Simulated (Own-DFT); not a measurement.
# Computed records: Hf36O71 (tetragonal hafnia with one neutral oxygen vacancy, atoms displaced)

A calculation, not a measurement: plane-wave PBE and HSE06 DFT by an unreviewed code, no spin, of a simulated cell at Gamma alone, so results move with cell size and shape, stress positive in tension, energies less offsets, not probed for a lower state with spin; hafnium file: forces about 75 meV/angstrom off all-electron values; oxygen file: force components 24 meV/angstrom off all-electron in a glass; k mesh not checked against a denser one; forces and stress are PBE's, HSE06 gives the energy alone, and its difference from PBE has offsets of its own; offsets are fitted by least squares, one for each functional and potential file, so energies compare only between cells with the same atoms and settings and are not formation energies; the far tail of each file's local potential was reset to the Coulomb form; each entry is a single point on an unrelaxed cell, so the pressure reflects the starting lattice, taken from the Materials Project, from which strain is counted, and rises with the displacements; printed positions are rounded, which can move forces by about a meV/angstrom; the program is a retired in-house code; no spin-orbit coupling. Program: Own-DFT development build.

Settings shared by all entries: first functional PBE; second functional HSE06; exact exchange share 0.25; screening 0.11 1/bohr; exchange divergence Gygi-Baldereschi; potential files PseudoDojo norm-conserving, scalar-relativistic, made for PBE, standard set; wave cutoff 48 hartree; occupations fixed; k mesh 1 x 1 x 1 centred on Gamma.

```yaml
- entry: 1
  formula: Hf36O71
  kind: "tetragonal hafnia with one neutral oxygen vacancy, atoms displaced"
  structure:
    cell_angstrom: [[10.78, 0.0, 0.0], [0.0, 10.78, 0.0], [0.0, 0.0, 10.4493]]
    atoms_fractional:
      - [Hf, 0.99718, 0.00263, 0.99906]
      - [Hf, 0.16619, 0.16296, 0.24898]
      - [O, 0.99764, 0.16301, 0.15499]
      - [O, 0.16431, 0.00042, 0.34833]
      - [O, 0.00098, 0.16186, 0.40456]
      - [O, 0.16507, 0.9976, 0.0997]
      - [Hf, 0.99904, 0.0025, 0.49665]
      - [Hf, 0.16787, 0.17135, 0.74932]
      - [O, 0.99385, 0.16919, 0.65088]
      - [O, 0.16064, 0.99605, 0.84731]
      - [O, 0.99986, 0.16571, 0.89964]
      - [O, 0.16234, 0.99713, 0.59829]
      - [Hf, 0.9976, 0.33527, 0.00166]
      - [Hf, 0.16596, 0.4977, 0.25517]
      - [O, 0.16724, 0.33899, 0.34796]
      - [O, 0.99683, 0.49272, 0.40127]
      - [O, 0.15859, 0.33196, 0.09572]
      - [Hf, 0.99755, 0.33315, 0.50093]
      - [Hf, 0.16737, 0.49755, 0.75206]
      - [O, 0.99592, 0.49927, 0.65142]
      - [O, 0.16436, 0.33, 0.8451]
      - [O, 0.99855, 0.49583, 0.90691]
      - [O, 0.16724, 0.33258, 0.59007]
      - [Hf, 0.99978, 0.67035, 0.9988]
      - [Hf, 0.16728, 0.8327, 0.24954]
      - [O, 0.00023, 0.8332, 0.1497]
      - [O, 0.16433, 0.66409, 0.34305]
      - [O, 0.00225, 0.83462, 0.39844]
      - [O, 0.16657, 0.66752, 0.09986]
      - [Hf, 0.99763, 0.66529, 0.49891]
      - [Hf, 0.17084, 0.8305, 0.74736]
      - [O, 0.00394, 0.83627, 0.65692]
      - [O, 0.16981, 0.6658, 0.85498]
      - [O, 0.99699, 0.83277, 0.89485]
      - [O, 0.16743, 0.67064, 0.59862]
      - [Hf, 0.33068, 0.99488, 0.00029]
      - [Hf, 0.50045, 0.16594, 0.2485]
      - [O, 0.335, 0.17131, 0.15302]
      - [O, 0.49859, 0.00558, 0.34988]
      - [O, 0.33288, 0.17003, 0.4023]
      - [O, 0.50124, 0.99948, 0.10051]
      - [Hf, 0.33368, 0.00159, 0.50039]
      - [Hf, 0.49883, 0.16431, 0.74882]
      - [O, 0.33215, 0.16508, 0.65186]
      - [O, 0.49481, 0.99962, 0.85152]
      - [O, 0.33709, 0.16501, 0.90357]
      - [O, 0.49887, 0.99434, 0.59893]
      - [Hf, 0.33673, 0.32925, 0.0034]
      - [Hf, 0.49776, 0.50122, 0.24609]
      - [O, 0.33514, 0.49868, 0.15564]
      - [O, 0.49313, 0.33173, 0.3402]
      - [O, 0.33079, 0.49914, 0.40316]
      - [O, 0.49283, 0.33201, 0.09873]
      - [Hf, 0.33196, 0.3392, 0.49639]
      - [Hf, 0.49584, 0.49975, 0.75061]
      - [O, 0.33632, 0.4988, 0.65155]
      - [O, 0.50332, 0.33671, 0.84826]
      - [O, 0.33298, 0.50245, 0.9048]
      - [O, 0.49754, 0.3304, 0.59769]
      - [Hf, 0.33351, 0.66862, 0.99298]
      - [Hf, 0.49888, 0.82887, 0.24583]
      - [O, 0.33211, 0.8348, 0.14875]
      - [O, 0.50438, 0.67031, 0.34921]
      - [O, 0.33072, 0.83336, 0.40429]
      - [O, 0.50431, 0.66693, 0.10089]
      - [Hf, 0.33132, 0.66681, 0.49784]
      - [Hf, 0.50067, 0.82961, 0.75161]
      - [O, 0.33006, 0.83332, 0.65437]
      - [O, 0.50191, 0.66452, 0.84747]
      - [O, 0.3324, 0.83618, 0.90547]
      - [O, 0.49985, 0.66558, 0.59904]
      - [Hf, 0.66488, 0.99274, 0.00591]
      - [Hf, 0.83544, 0.17017, 0.25532]
      - [O, 0.67013, 0.16713, 0.15363]
      - [O, 0.83366, 0.99957, 0.34819]
      - [O, 0.66417, 0.16321, 0.40068]
      - [O, 0.83749, 0.99865, 0.09848]
      - [Hf, 0.66628, 0.00392, 0.49855]
      - [Hf, 0.83148, 0.16441, 0.75111]
      - [O, 0.66309, 0.16887, 0.64711]
      - [O, 0.8357, 0.99278, 0.84877]
      - [O, 0.66551, 0.16853, 0.90258]
      - [O, 0.83201, 0.00332, 0.59945]
      - [Hf, 0.66558, 0.32764, 0.00088]
      - [Hf, 0.83024, 0.49343, 0.24851]
      - [O, 0.66952, 0.49563, 0.15546]
      - [O, 0.83495, 0.33378, 0.34636]
      - [O, 0.66795, 0.50029, 0.40318]
      - [O, 0.82689, 0.32777, 0.09733]
      - [Hf, 0.66765, 0.33587, 0.4947]
      - [Hf, 0.83442, 0.50443, 0.74807]
      - [O, 0.66141, 0.49718, 0.65493]
      - [O, 0.83405, 0.33235, 0.85134]
      - [O, 0.66759, 0.49872, 0.89691]
      - [O, 0.83191, 0.33331, 0.59652]
      - [Hf, 0.66627, 0.66794, 0.00027]
      - [Hf, 0.83493, 0.82851, 0.24789]
      - [O, 0.66553, 0.83224, 0.15284]
      - [O, 0.83348, 0.66531, 0.34976]
      - [O, 0.66853, 0.83402, 0.39974]
      - [O, 0.83331, 0.6625, 0.10073]
      - [Hf, 0.6666, 0.6675, 0.49755]
      - [Hf, 0.8384, 0.82747, 0.75159]
      - [O, 0.67141, 0.83309, 0.65496]
      - [O, 0.83545, 0.66788, 0.84722]
      - [O, 0.66544, 0.83447, 0.90593]
      - [O, 0.8319, 0.66989, 0.59757]
  results:
    "PBE_energy_of_cell_above_offsets [eV]": "-100.456"
    "HSE06_less_PBE_above_offsets [eV]": "-0.131"
    "PBE_pressure [GPa]": 1.0
    "PBE_stress_xx [GPa]": -0.35
    "PBE_stress_yy [GPa]": -1.17
    "PBE_stress_zz [GPa]": -1.47
    "PBE_stress_yz [GPa]": 0.77
    "PBE_stress_xz [GPa]": 0.04
    "PBE_stress_xy [GPa]": -0.03
    force_element: [Hf, Hf, O, O, O, O, Hf, Hf, O, O, O, O, Hf, Hf, O, O, O, Hf, Hf, O, O, O, O, Hf, Hf, O, O, O, O, Hf, Hf, O, O, O, O, Hf, Hf, O, O, O, O, Hf, Hf, O, O, O, O, Hf, Hf, O, O, O, O, Hf, Hf, O, O, O, O, Hf, Hf, O, O, O, O, Hf, Hf, O, O, O, O, Hf, Hf, O, O, O, O, Hf, Hf, O, O, O, O, Hf, Hf, O, O, O, O, Hf, Hf, O, O, O, O, Hf, Hf, O, O, O, O, Hf, Hf, O, O, O, O]
    "force_x [eV/angstrom]": [0.28, 0.162, 0.365, 0.393, -0.018, 0.285, -0.344, -0.934, 1.14, 0.807, -0.067, 0.812, -0.935, -0.658, -0.079, 0.153, 1.363, 0.107, 0.053, 1.338, 0.311, 0.309, -0.404, 0.384, -0.672, 0.051, 0.076, -0.144, 0.037, 0.076, -1.454, -0.669, -0.066, 0.198, -0.363, 0.203, 0.155, -0.921, -0.278, -0.419, -0.557, -0.319, 0.232, 0.006, 0.415, -0.459, 0.05, -1.072, 0.49, -0.688, 0.617, 0.371, 1.792, 0.805, 1.4, -1.6, -0.694, -0.163, 0.197, -0.625, 0.168, 0.42, -0.492, 0.006, -0.769, 0.515, 0.648, 1.404, -0.395, 0.227, -0.382, 0.818, -0.326, -0.581, -0.016, 0.343, -1.281, 0.28, -0.145, 0.259, -0.392, -0.047, 0.091, -0.29, 1.282, -1.263, -0.314, -0.162, 1.375, -0.835, -1.725, 0.988, -0.057, 0.16, -0.331, 0.433, 0.165, 0.38, 0.207, -0.155, 0.069, -0.355, 0.197, -1.062, -0.088, -0.317, 0.515]
    "force_y [eV/angstrom]": [-0.428, 0.661, 0.098, -0.11, 1.809, 0.38, -1.073, -1.984, 0.239, 0.773, 0.148, 0.363, -0.913, 0.166, -1.671, 1.562, 0.385, -0.853, 0.239, 0.22, 1.179, 1.362, 0.212, 0.021, 0.073, -0.383, 0.261, -0.763, -0.283, 0.409, 0.946, -0.732, -0.391, -0.386, -0.699, 1.3, -0.173, -0.318, -1.396, -0.506, -0.084, 0.545, 0.506, -0.217, -0.515, 0.215, 0.129, 0.138, -0.29, 0.151, 0.901, 1.374, 0.174, -1.508, -0.659, 0.096, -0.84, -0.827, 0.187, -0.432, 1.256, -0.17, -0.861, -0.192, 0.022, 0.247, 1.029, -0.197, 0.631, -1.067, 0.422, 1.512, -1.487, -0.02, -0.128, 1.471, -0.286, -0.916, -0.247, -0.32, 1.123, -1.372, -0.007, 0.851, 1.227, 0.088, -0.414, -0.051, 0.598, -0.735, -1.505, 0.225, 0.304, 0.641, 0.266, -1.145, 0.813, 0.087, -0.378, 0.016, 0.076, 0.607, 1.645, -0.274, -0.829, -0.855, -0.476]
    "force_z [eV/angstrom]": [-0.714, 0.163, -0.068, -0.243, -0.686, 0.013, 1.174, -0.357, 0.259, -0.014, 0.432, -0.437, -0.103, -1.665, -0.163, -0.02, 0.226, 0.243, -0.023, 0.07, -0.024, -0.166, 1.116, 0.408, -0.101, -0.051, 0.966, 0.415, -0.538, -0.412, 0.546, -0.992, -0.835, 1.312, -0.239, 0.154, 0.21, -0.188, -0.246, 0.131, -0.064, 0.12, 0.129, 0.208, -0.428, -0.004, 0.091, -0.385, 0.479, -0.262, 0.596, -0.363, -0.081, 0.316, -0.059, 0.042, 0.039, -0.355, -0.677, 1.416, 0.881, 0.333, -0.16, -0.425, -0.299, 0.559, -0.896, -0.216, 0.576, -0.866, -0.352, -0.398, -0.904, -0.005, -0.244, -0.208, -0.016, 0.499, 0.111, 0.578, 0.021, -0.054, -0.446, -0.831, -0.258, -0.436, 0.755, -0.208, 0.587, 1.521, 0.769, -0.554, -0.785, 1.333, -0.252, -0.401, 0.672, -0.316, -0.163, 0.284, -0.385, 0.374, -0.689, 0.202, 0.586, -0.214, 0.035]
- entry: 2
  formula: Hf36O71
  kind: "tetragonal hafnia with one neutral oxygen vacancy, atoms displaced"
  structure:
    cell_angstrom: [[10.78, 0.0, 0.0], [0.0, 10.78, 0.0], [0.0, 0.0, 10.4493]]
    atoms_fractional:
      - [Hf, 0.99353, 0.00141, 0.00916]
      - [Hf, 0.16291, 0.15798, 0.25049]
      - [O, 0.00054, 0.18114, 0.16759]
      - [O, 0.16367, 0.99741, 0.34894]
      - [O, 0.98945, 0.15592, 0.40216]
      - [O, 0.16673, 0.0012, 0.09296]
      - [Hf, 0.99361, 0.99858, 0.49614]
      - [Hf, 0.18341, 0.16481, 0.74008]
      - [O, 0.00801, 0.16855, 0.65699]
      - [O, 0.16186, 0.00523, 0.84376]
      - [O, 0.99732, 0.16839, 0.90807]
      - [O, 0.16676, 0.99683, 0.59976]
      - [Hf, 0.00826, 0.33625, 0.01198]
      - [Hf, 0.15551, 0.51149, 0.25156]
      - [O, 0.01462, 0.49195, 0.15133]
      - [O, 0.17094, 0.32838, 0.34506]
      - [O, 0.00124, 0.50166, 0.40606]
      - [O, 0.17011, 0.34083, 0.09319]
      - [Hf, 0.98941, 0.33925, 0.50911]
      - [Hf, 0.15956, 0.49244, 0.74683]
      - [O, 0.99332, 0.49737, 0.64442]
      - [O, 0.16782, 0.33826, 0.83847]
      - [O, 0.9989, 0.50406, 0.90378]
      - [O, 0.17738, 0.33492, 0.60378]
      - [Hf, 0.98814, 0.67017, 0.0104]
      - [Hf, 0.15602, 0.83878, 0.24705]
      - [O, 0.99746, 0.83973, 0.14703]
      - [O, 0.15896, 0.66223, 0.34585]
      - [O, 0.99761, 0.82915, 0.40981]
      - [O, 0.1711, 0.66795, 0.08257]
      - [Hf, 0.99788, 0.67251, 0.50387]
      - [Hf, 0.16893, 0.84079, 0.76063]
      - [O, 0.00109, 0.83082, 0.65449]
      - [O, 0.16543, 0.67994, 0.84817]
      - [O, 0.00442, 0.83401, 0.89967]
      - [O, 0.16405, 0.67666, 0.60002]
      - [Hf, 0.34856, 0.98672, 0.99457]
      - [Hf, 0.49895, 0.15889, 0.25584]
      - [O, 0.33492, 0.18353, 0.14814]
      - [O, 0.49975, 0.99865, 0.35419]
      - [O, 0.32954, 0.16879, 0.405]
      - [O, 0.50813, 0.00596, 0.09794]
      - [Hf, 0.33496, 0.00199, 0.49609]
      - [Hf, 0.4975, 0.16036, 0.76452]
      - [O, 0.49818, 0.00848, 0.84629]
      - [O, 0.34661, 0.17077, 0.90364]
      - [O, 0.49865, 0.99878, 0.58096]
      - [Hf, 0.3329, 0.34064, 0.00607]
      - [Hf, 0.50014, 0.49848, 0.26156]
      - [O, 0.33821, 0.50638, 0.15526]
      - [O, 0.50317, 0.31953, 0.34189]
      - [O, 0.32845, 0.50712, 0.39071]
      - [O, 0.49348, 0.32571, 0.10483]
      - [Hf, 0.31709, 0.31521, 0.50887]
      - [Hf, 0.51257, 0.4938, 0.74594]
      - [O, 0.32602, 0.50205, 0.65196]
      - [O, 0.50231, 0.32274, 0.85012]
      - [O, 0.33074, 0.48571, 0.90799]
      - [O, 0.49865, 0.33155, 0.59568]
      - [Hf, 0.32964, 0.66353, 0.99408]
      - [Hf, 0.50537, 0.8315, 0.24935]
      - [O, 0.34027, 0.81706, 0.15116]
      - [O, 0.49512, 0.66933, 0.3409]
      - [O, 0.32974, 0.83041, 0.41002]
      - [O, 0.49613, 0.66429, 0.10746]
      - [Hf, 0.34011, 0.6591, 0.51246]
      - [Hf, 0.50622, 0.83622, 0.75944]
      - [O, 0.33824, 0.82708, 0.6368]
      - [O, 0.5003, 0.67012, 0.83786]
      - [O, 0.32257, 0.83869, 0.91226]
      - [O, 0.50702, 0.66705, 0.60203]
      - [Hf, 0.66131, 0.99865, 0.99263]
      - [Hf, 0.82199, 0.16778, 0.24327]
      - [O, 0.65861, 0.16765, 0.1447]
      - [O, 0.83496, 0.00472, 0.34007]
      - [O, 0.65611, 0.14676, 0.41133]
      - [O, 0.85058, 0.99302, 0.10116]
      - [Hf, 0.67247, 0.98819, 0.50276]
      - [Hf, 0.84113, 0.15427, 0.75631]
      - [O, 0.66958, 0.17448, 0.64211]
      - [O, 0.83173, 0.01796, 0.8489]
      - [O, 0.65845, 0.17231, 0.89328]
      - [O, 0.84165, 0.00912, 0.59627]
      - [Hf, 0.66895, 0.33593, 0.9975]
      - [Hf, 0.83584, 0.50375, 0.25869]
      - [O, 0.66452, 0.49762, 0.15164]
      - [O, 0.83729, 0.33104, 0.34323]
      - [O, 0.67685, 0.50183, 0.39919]
      - [O, 0.83151, 0.33048, 0.09561]
      - [Hf, 0.66701, 0.33972, 0.50245]
      - [Hf, 0.84395, 0.49965, 0.76387]
      - [O, 0.67049, 0.49842, 0.65031]
      - [O, 0.83342, 0.33724, 0.85423]
      - [O, 0.67329, 0.50468, 0.91401]
      - [O, 0.82749, 0.32765, 0.60349]
      - [Hf, 0.67302, 0.67277, 0.00218]
      - [Hf, 0.82814, 0.83173, 0.24982]
      - [O, 0.65831, 0.83305, 0.15951]
      - [O, 0.83832, 0.66603, 0.34372]
      - [O, 0.66876, 0.82926, 0.40004]
      - [O, 0.84176, 0.66227, 0.10243]
      - [Hf, 0.65221, 0.66051, 0.50119]
      - [Hf, 0.82823, 0.8281, 0.75825]
      - [O, 0.67798, 0.83319, 0.65678]
      - [O, 0.82903, 0.68113, 0.84879]
      - [O, 0.66266, 0.83009, 0.90267]
      - [O, 0.83801, 0.66149, 0.59702]
  results:
    "PBE_energy_of_cell_above_offsets [eV]": "-86.297"
    "HSE06_less_PBE_above_offsets [eV]": "0.712"
    "PBE_pressure [GPa]": 5.66
    "PBE_stress_xx [GPa]": -4.27
    "PBE_stress_yy [GPa]": -6.79
    "PBE_stress_zz [GPa]": -5.93
    "PBE_stress_yz [GPa]": 1.32
    "PBE_stress_xz [GPa]": 1.5
    "PBE_stress_xy [GPa]": -0.04
    force_element: [Hf, Hf, O, O, O, O, Hf, Hf, O, O, O, O, Hf, Hf, O, O, O, O, Hf, Hf, O, O, O, O, Hf, Hf, O, O, O, O, Hf, Hf, O, O, O, O, Hf, Hf, O, O, O, O, Hf, Hf, O, O, O, Hf, Hf, O, O, O, O, Hf, Hf, O, O, O, O, Hf, Hf, O, O, O, O, Hf, Hf, O, O, O, O, Hf, Hf, O, O, O, O, Hf, Hf, O, O, O, O, Hf, Hf, O, O, O, O, Hf, Hf, O, O, O, O, Hf, Hf, O, O, O, O, Hf, Hf, O, O, O, O]
    "force_x [eV/angstrom]": [5.086, 1.773, -0.859, -0.007, 0.643, 0.742, 2.145, -1.508, 0.156, 1.015, -0.219, 0.495, -1.063, 5.912, -5.186, -0.749, -0.623, -0.446, 0.518, 1.312, 0.883, -0.615, -0.593, -4.882, 6.045, 2.962, -0.264, -0.743, -0.31, -2.558, 1.704, -0.861, -1.351, 0.839, -1.399, 0.204, -2.727, -0.775, -1.122, -0.742, 0.005, -0.701, -0.814, 0.933, 0.661, -1.092, 1.105, 1.419, -2.048, -0.843, 0.985, 1.055, 2.106, 4.897, -2.655, 1.788, 0.735, 0.404, -0.538, 0.737, -4.136, -1.105, 1.4, -0.127, 2.212, -2.985, -1.633, 1.103, -0.118, 1.202, -0.776, 1.348, 0.986, 1.619, -0.531, 1.173, -6.434, -0.569, -0.104, -0.364, -1.137, 0.748, -1.643, -1.426, -0.612, 1.217, -0.479, -0.691, 0.388, -1.077, -0.695, 0.279, -0.315, -0.4, 1.194, -2.666, 0.637, 3.86, -0.042, 0.321, -3.754, 3.823, 4.333, -2.603, -0.032, -0.111, -2.254]
    "force_y [eV/angstrom]": [0.775, 2.087, -0.407, -0.381, 2.064, -0.374, 0.338, -0.564, 0.624, 0.957, 0.274, 0.909, -1.37, -2.715, 0.833, 0.267, -0.639, -0.39, -2.013, 2.673, -0.857, -1.975, 0.697, -0.032, 0.616, -1.306, -1.446, 3.088, 1.375, 0.011, -0.489, -0.754, 0.198, -2.81, 0.62, -1.138, 5.378, 1.438, -2.441, -1.508, -2.13, -1.204, -2.3, 4.978, -5.575, -1.532, -0.169, -2.929, -1.492, -0.104, 2.341, -0.843, 1.328, 3.13, -1.525, 0.602, 3.556, 4.572, 1.039, -1.773, -0.065, 1.975, -0.424, -0.181, 0.422, 0.978, -0.674, 0.586, -0.659, -2.277, -0.468, 3.136, 0.687, -0.728, -2.383, 2.663, 0.33, 2.474, 7.224, -1.117, -7.807, -2.149, -0.492, -0.7, -1.754, 0.489, 0.339, 0.285, 0.139, -3.861, -0.743, 0.125, -0.151, 1.041, 1.181, -2.865, 1.121, -0.006, 0.812, -0.951, 0.257, 0.826, 3.221, 0.285, -3.982, 1.877, 0.382]
    "force_z [eV/angstrom]": [-4.031, 0.011, -1.651, -0.399, 0.716, 0.787, 1.014, 1.235, -0.116, 0.482, 1.043, -0.462, -1.508, 1.532, -1.354, 0.491, -0.47, 0.338, -1.251, 0.231, 1.115, 0.858, -0.312, 1.438, -3.596, 0.887, 0.833, -0.185, -2.234, 1.801, 0.827, -3.258, 0.837, -0.161, 1.295, -0.667, 3.188, -1.098, 1.837, -1.564, -0.623, -0.577, 0.281, -4.8, 2.479, -0.962, 2.872, 1.972, -2.53, -0.454, 1.461, 2.065, -1.277, -3.252, 0.585, 0.612, -0.45, -2.23, 0.221, 1.462, 1.805, 0.171, 2.584, -1.131, -2.592, -1.475, -3.918, 3.911, 1.132, -2.91, 0.767, 1.173, 1.078, -0.015, 0.132, -1.712, 1.274, 0.186, -4.564, 2.18, 3.653, 1.193, 0.933, 1.579, -1.258, 0.836, 1.019, 0.251, 0.515, 0.542, -0.944, 0.233, -0.696, -1.787, -0.69, 2.137, 1.464, -2.638, 0.041, 0.193, 1.372, -1.041, -2.893, -0.329, 2.407, -0.063, 0.562]
```
